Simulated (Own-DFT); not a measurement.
# Shaking the atoms of beta-Si3N4, 42 atoms (N24Si18)

Calculated results; nothing here was measured. They come from Own-DFT, an in-house plane-wave density functional program, since retired, whose code no person has reviewed. Each row is one single-point run on a periodic cell that was not relaxed, without spin or spin-orbit coupling.

Settings of every run: PBE; PseudoDojo norm-conserving scalar-relativistic files; cutoff 42 hartree; 3 x 3 x 3 k mesh centred on Gamma; Fermi-Dirac smearing of 0.1 eV.

Known limits, some of them of some rows only: some atoms lie very close together; forces on such cells passed a denser k mesh, each cell not checked; stress not checked against mesh or cutoff.

Cell vectors in Å: (7.606, 0.000, 0.000); (-3.803, 6.587, 0.000); (0.000, 0.000, 8.727). In each run every atom was moved at random and independently from its ideal site; u is the rms move along one axis. E is the free energy for each atom above the fitted value at u = 0, and F the rms of the force components.

| run | u (Å) | E (meV/atom) | F (eV/Å) | largest force (eV/Å) | P (GPa) |
|---|---|---|---|---|---|
| 1 | 0.0192 | 16.0 | 0.774 | 3.08 | 5.42 |
| 2 | 0.0206 | 19.2 | 0.830 | 3.10 | 5.46 |
| 3 | 0.0445 | 79.8 | 1.623 | 5.10 | 6.99 |
| 4 | 0.0485 | ? | ? | ? | ? |
| 5 | 0.0558 | 174.5 | 2.872 | 16.23 | 9.89 |
| 6 | 0.0942 | 377.4 | 3.751 | 15.99 | 14.58 |
| 7 | 0.0978 | 453.1 | 4.642 | 18.38 | 17.34 |
| 8 | 0.1009 | 405.9 | 3.734 | 13.57 | 15.71 |
| 9 | 0.1402 | 1161.5 | 10.006 | 55.17 | 33.35 |

## Worked fit

For small independent moves the energy grows as E = (3/2) K u², with K the mean stiffness felt by one atom. The runs with u up to 0.11 Å give K = 30.0 ± 1.9 eV/Å², with residuals divided by u² + 0.0006 Å², since the noise grows with the moves. The scatter is 15.9 meV/atom at u = 0.05 Å. The forces follow F = G u with G = 42.1 eV/Å²; no force at u = 0 is resolved. G exceeds K because the moves of its neighbours add to the force on an atom, and stiffness differs between atoms. At u = 0.140 Å the parabola gives 885 meV/atom and the run 1161. The pressure follows P = 5.22 + 1126 u² GPa: at fixed volume, shortened bonds push harder than stretched ones pull.

## Withheld run

Question: what energy and rms force should run 4 give?

The fit gives 106 ± 17 meV/atom and about 2.04 eV/Å. The calculation gave 124.7 meV/atom and 2.174 eV/Å.
